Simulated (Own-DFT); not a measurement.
## Calculated data, Si$_{3}$N$_{4}$ (beta silicon nitride, atoms displaced)

Computed with Own-DFT development build. A calculation, not a measurement: plane-wave PBE density functional theory by an unreviewed code, no spin, of a simulated periodic cell, stress positive in tension, free energy of the whole cell less one offset for each atom, forces on such cells passed a denser k mesh, this cell's mesh not checked; offsets are fitted by least squares, one for each functional and potential file, so energies compare only between cells with the same atoms and settings and are not formation energies; the far tail of each file's local potential was reset to the Coulomb form; each entry is a single point on an unrelaxed cell, so the pressure reflects the starting lattice, mostly measured values (interpolated for alloys), from which strain is counted, and rises with the displacements; printed positions are rounded, which can move forces by about a meV/angstrom; the program, named Own-DFT, is a retired in-house code; no spin-orbit coupling; before rounding, a Quantum ESPRESSO 7.3.1 run of the same cell and cutoff gave forces within 1 meV/angstrom rms on each cell, which checks the program and not the settings.

```json
{"formula": "Si3N4", "kind": "beta silicon nitride, atoms displaced", "structure": {"cell_angstrom": [[7.606, 0.0, 0.0], [-3.803, 6.587, 0.0], [0.0, 0.0, 8.727]], "atoms_fractional": [["Si", 0.15808, 0.75698, 0.08813], ["Si", 0.23059, 0.40226, 0.08371], ["Si", 0.61079, 0.8347, 0.08176], ["Si", 0.821, 0.22816, 0.24724], ["Si", 0.75605, 0.58804, 0.25103], ["Si", 0.40998, 0.17659, 0.25702], ["N", 0.32503, 0.03218, 0.07816], ["N", 0.96483, 0.292, 0.07519], ["N", 0.69518, 0.67512, 0.0803], ["N", 0.67971, 0.98389, 0.24759], ["N", 0.02397, 0.6929, 0.24202], ["N", 0.29929, 0.34275, 0.25622], ["N", 0.33181, 0.66949, 0.08373], ["N", 0.674, 0.34479, 0.2418], ["Si", 0.15835, 0.75443, 0.41387], ["Si", 0.2284, 0.40627, 0.42262], ["Si", 0.59094, 0.82461, 0.42464], ["Si", 0.81804, 0.21612, 0.57573], ["Si", 0.75996, 0.5869, 0.57752], ["Si", 0.40395, 0.18171, 0.57515], ["N", 0.33273, 0.02891, 0.41272], ["N", 0.96764, 0.29195, 0.42213], ["N", 0.70056, 0.66819, 0.42009], ["N", 0.67242, 0.97861, 0.59331], ["N", 0.02453, 0.70471, 0.58359], ["N", 0.30388, 0.3363, 0.57957], ["N", 0.33353, 0.67122, 0.41141], ["N", 0.67505, 0.33671, 0.59382], ["Si", 0.16483, 0.77021, 0.75739], ["Si", 0.22991, 0.40399, 0.7485], ["Si", 0.60054, 0.82854, 0.7498], ["Si", 0.83381, 0.22986, 0.91884], ["Si", 0.76315, 0.5879, 0.91767], ["Si", 0.39559, 0.15588, 0.91312], ["N", 0.32477, 0.00984, 0.75263], ["N", 0.99587, 0.3213, 0.74711], ["N", 0.69259, 0.6617, 0.74753], ["N", 0.66718, 0.97126, 0.89793], ["N", 0.03033, 0.7007, 0.91817], ["N", 0.31331, 0.34403, 0.91447], ["N", 0.33128, 0.66191, 0.75054], ["N", 0.67756, 0.34813, 0.91519]]}, "settings": {"functional": "PBE", "potential_files": "PseudoDojo norm-conserving, scalar-relativistic, standard set", "wave_cutoff [hartree]": 42.0, "occupations": "Fermi-Dirac", "smearing_width [eV]": 0.1, "k_mesh": "3 x 3 x 3 centred on Gamma"}, "results": {"free_energy_of_cell_above_offsets [eV]": "-2.388", "pressure [GPa]": 8.57, "stress_xx [GPa]": -4.27, "stress_yy [GPa]": -12.83, "stress_zz [GPa]": -8.6, "stress_yz [GPa]": 0.55, "stress_xz [GPa]": 0.61, "stress_xy [GPa]": 0.01, "force_element": ["Si", "Si", "Si", "Si", "Si", "Si", "N", "N", "N", "N", "N", "N", "N", "N", "Si", "Si", "Si", "Si", "Si", "Si", "N", "N", "N", "N", "N", "N", "N", "N", "Si", "Si", "Si", "Si", "Si", "Si", "N", "N", "N", "N", "N", "N", "N", "N"], "force_x [eV/angstrom]": [3.83, 0.123, -4.519, 1.353, 0.102, -1.306, -0.031, 1.695, 2.549, -0.266, -2.317, 2.101, 0.585, -0.366, 0.951, -0.615, -0.078, 0.803, 1.347, 1.904, -0.242, -0.328, -1.685, -0.121, 0.096, 0.689, -0.356, -1.372, 2.382, 4.082, -1.788, -2.245, -0.453, 0.491, -0.166, -7.173, 0.37, 0.736, -2.093, 0.827, -0.012, 0.52], "force_y [eV/angstrom]": [2.433, 1.691, 0.115, 3.421, 2.762, 0.584, -1.128, 0.665, -1.346, -4.219, -0.849, -1.79, 0.238, -3.198, 1.595, 1.065, 0.858, 5.752, 0.896, -1.689, -0.79, 0.375, 1.001, -4.414, -0.046, -0.629, -0.623, -2.357, -4.06, 2.988, -4.212, 1.145, 2.8, 4.095, 5.678, -4.674, 0.553, 2.189, -0.712, -1.947, 1.903, -6.116], "force_z [eV/angstrom]": [-3.295, -0.943, -1.19, 0.071, -1.287, -3.515, 3.26, 3.787, 1.07, 1.163, 3.777, -0.605, 0.261, 0.884, 0.75, -1.302, -1.201, 3.523, 3.326, 2.281, 1.0, -2.596, -1.785, -2.638, -0.5, 0.849, 0.629, -1.398, -2.321, 0.963, -1.347, -4.787, -1.118, -0.248, -2.035, -0.177, -0.18, 5.662, 1.093, 0.427, -0.501, 0.195]}}
```
